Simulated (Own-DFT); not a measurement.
# Which defects push the lattice out? zincblende GaAs

Source: density functional calculations with Own-DFT, an unreviewed in-house program that is no longer used. Nothing was measured or relaxed, and spin and spin-orbit coupling are left out.

All runs used: PBE; PseudoDojo norm-conserving scalar-relativistic files; cutoff 42 hartree; 3 x 3 x 3 k mesh centred on Gamma; Fermi-Dirac smearing of 0.1 eV.

Limits (not all hold for every row): not probed for a lower state with spin; forces on such cells failed a check on a denser k mesh; forces not confirmed at this smearing and k mesh; forces on such cells passed a denser k mesh, each cell not checked; stress not checked against mesh or cutoff.

All runs share one cell, with vectors in Å (11.307, 0.000, 0.000); (0.000, 11.307, 0.000); (0.000, 0.000, 11.307) and a volume of 1445.4 Å³. The atoms are randomly displaced, by u rms on each axis. The defect's site can differ from row to row.

| cell | formula | u (Å) | P (GPa) |
|---|---|---|---|
| no defect | As32Ga32 | 0.0196 | 3.52 |
| no defect | As32Ga32 | 0.0200 | 3.49 |
| no defect | As32Ga32 | 0.0530 | 4.01 |
| two As vacancies | As30Ga32 | 0.0268 | 3.21 |
| two As vacancies | As30Ga32 | 0.0307 | 3.30 |
| two As vacancies | As30Ga32 | 0.0536 | 3.50 |
| one Al on a Ga site | AlAs32Ga31 | 0.0473 | ? |
| one Al on a Ga site | AlAs32Ga31 | 0.0481 | 3.91 |
| one Al on a Ga site | AlAs32Ga31 | 0.0493 | 3.85 |
| one Al on a Ga site | AlAs32Ga31 | 0.0522 | 3.98 |
| two Ga vacancies | As32Ga30 | 0.0281 | 2.93 |
| two Ga vacancies | As32Ga30 | 0.0281 | 2.90 |
| two Ga vacancies | As32Ga30 | 0.0309 | 2.97 |
| one In on a Ga site | As32Ga31In | 0.0301 | 4.25 |
| one In on a Ga site | As32Ga31In | 0.0328 | 4.31 |
| one In on a Ga site | As32Ga31In | 0.0513 | 4.48 |

## Working it out

P = P0 + c u² + a shift for each defect gives P0 = 3.48 GPa, c = 161 ± 18 GPa/Å² and a scatter of 0.05 GPa. The shifts, and each times the cell's volume:

- one In on a Ga site: 0.62 ± 0.04 GPa, 5.6 eV
- one Al on a Ga site: 0.03 ± 0.05 GPa, 0.3 eV (not resolved)
- two As vacancies: -0.39 ± 0.04 GPa, -3.5 eV (-1.8 eV for each of its 2 sites)
- two Ga vacancies: -0.68 ± 0.04 GPa, -6.2 eV (-3.1 eV for each of its 2 sites)

Against the defect-free cell, a freed cell would be larger where the shift is positive and smaller where it is negative (160.2 GPa Å³ is 1 eV). The atoms around the defects weren't relaxed, which would change these numbers.

## Check

Q: what pressure belongs in the blank (one Al on a Ga site, u = 0.0473 Å)?

From the fit: 3.87 ± 0.06 GPa. The run itself gave 3.86 GPa.
